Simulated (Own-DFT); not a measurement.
# A layer strained by its substrate: wurtzite AlGaN with randomly placed atoms, 72 atoms (Al27Ga9N36)

The numbers are computed, not measured, by runs of the plane-wave DFT program Own-DFT (in-house, retired, unreviewed) at fixed positions, with no spin and no spin-orbit coupling.

All runs used: PBE; PseudoDojo norm-conserving scalar-relativistic files (stringent for Ga); cutoff 96 hartree; 4 x 4 x 3 k mesh centred on Gamma; Gaussian smearing of 0.01 eV.

Keep in mind: forces on such cells passed a denser k mesh, each cell not checked; stress not checked against mesh or cutoff.

Unstrained cell vectors in Å: (9.394, 0.000, 0.000); (-4.697, 8.135, 0.000); (0.000, 0.000, 10.066). The unstrained cell has measured lattice constants (interpolated for alloys), not those of this functional. That, the random moves and any unrelaxed bonds set the pressure at no strain. Each run strains x and y alike by e, as a substrate would, and holds the height along z. Random moves of width 0.05 Å per axis were added to every atom. The random placing of the alloy's atoms differs from row to row. Stress is positive in tension.

| e (%) | u (Å) | (s_xx + s_yy)/2 (GPa) | s_zz (GPa) |
|---|---|---|---|
| -3.00 | 0.052 | -26.68 | -11.99 |
| -2.75 | 0.052 | -25.67 | -9.98 |
| -2.50 | 0.051 | -21.72 | -11.49 |
| -1.75 | 0.050 | -17.33 | -8.64 |
| -1.50 | 0.048 | ? | ? |
| -1.25 | 0.052 | -13.89 | -9.23 |
| -0.50 | 0.048 | -8.97 | -7.21 |
| 0.50 | 0.056 | -4.76 | -5.97 |
| 1.00 | 0.048 | 0.07 | -5.85 |
| 2.50 | 0.055 | 5.48 | -2.55 |

## Worked fit

With e as a fraction, the in-plane stress is -6.2 + 567 e - 3851 e² GPa (errors 19 and 1052, scatter 0.89), and s_zz is -6.8 + 156 e GPa (slope ± 14, scatter 0.73). At e = 0 the first slope is C11 + C12 and the second 2 C13, both with the ions held to the strained lattice and at the cell's own pressure. The term in e² is negative: the layer stiffens under compression and softens under tension. A free layer would change its height as e changes, and the in-plane slope would drop by 2 C13²/C33 to the biaxial modulus. At fixed height, a misfit of 1 % moves the in-plane stress by about 5.7 GPa and s_zz by 1.6 GPa.

## Test on the hidden row

The question: what are the two stresses at e = -1.50 %?

The fitted form gives -15.6 and -9.1 GPa. DFT gave -15.04 and -9.29 GPa.
